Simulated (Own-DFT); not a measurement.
# Response to strain: wurtzite AlGaN with randomly placed atoms, 72 atoms (Al27Ga9N36)

These are calculations, not measurements. They come from Own-DFT, an in-house plane-wave density functional program, since retired, whose code no person has reviewed. Each row is one single-point run on a periodic cell that was not relaxed, without spin or spin-orbit coupling.

Settings of every run: PBE; PseudoDojo norm-conserving scalar-relativistic files; cutoff 42 hartree; 4 x 4 x 3 k mesh centred on Gamma; Fermi-Dirac smearing of 0.1 eV.

Known limits: forces on such cells passed a denser k mesh, each cell not checked; stress not checked against mesh or cutoff.

Unstrained cell vectors in Å: (9.394, 0.000, 0.000); (-4.697, 8.135, 0.000); (0.000, 0.000, 10.066). The unstrained cell has measured lattice constants (interpolated for alloys), not those of this functional. That, the random moves and any unrelaxed bonds set the pressure at no strain. Each run strains this cell uniformly, with the atoms carried along. Every atom was also moved at random, by a Gaussian of width 0.05 Å on each axis. The random placing of the alloy's atoms differs from row to row. Strain is the symmetric tensor, in per cent. Stress is positive in tension, and the pressure is minus a third of its trace.

```
run,e_xx (%),e_yy (%),e_zz (%),s_xx (GPa),s_yy (GPa),s_zz (GPa),P (GPa),E (meV/atom)
1,-1.00,-1.00,0.00,-12.00,-13.19,-8.32,11.17,38.1
2,2.00,2.00,0.00,4.58,3.73,-4.21,-1.37,16.0
3,-3.00,-3.00,0.00,-28.86,-28.94,-9.32,22.38,104.6
4,-1.50,-1.50,0.00,-16.91,-14.55,-9.94,13.80,51.1
5,-2.25,-2.25,0.00,-20.20,-19.95,-11.37,17.17,59.2
6,-2.00,-2.00,0.00,-23.74,-17.29,-9.98,17.00,85.7
7,1.75,1.75,0.00,3.30,3.74,-4.25,-0.93,0.0
8,0.75,0.75,0.00,-3.44,-1.68,-7.65,4.25,40.2
9,-1.75,-1.75,0.00,?,?,?,?,?
```

E is the free energy for each atom above the lowest run shown.

## Worked fit

The change of volume is close to e_xx + e_yy + e_zz. A straight line through the runs shown gives P = 7.47 - 232 x (fractional change of volume) GPa, with an error of 8 on the slope and a scatter of 0.77 GPa. The strain isn't the same on all axes and the cell isn't cubic, so the slope belongs to this path and is not the bulk modulus.

## Withheld run

Question: what pressure should run 9 give? Its volume changes by -3.47 %.

The line gives 15.5 GPa. The calculation gave 14.60 GPa.
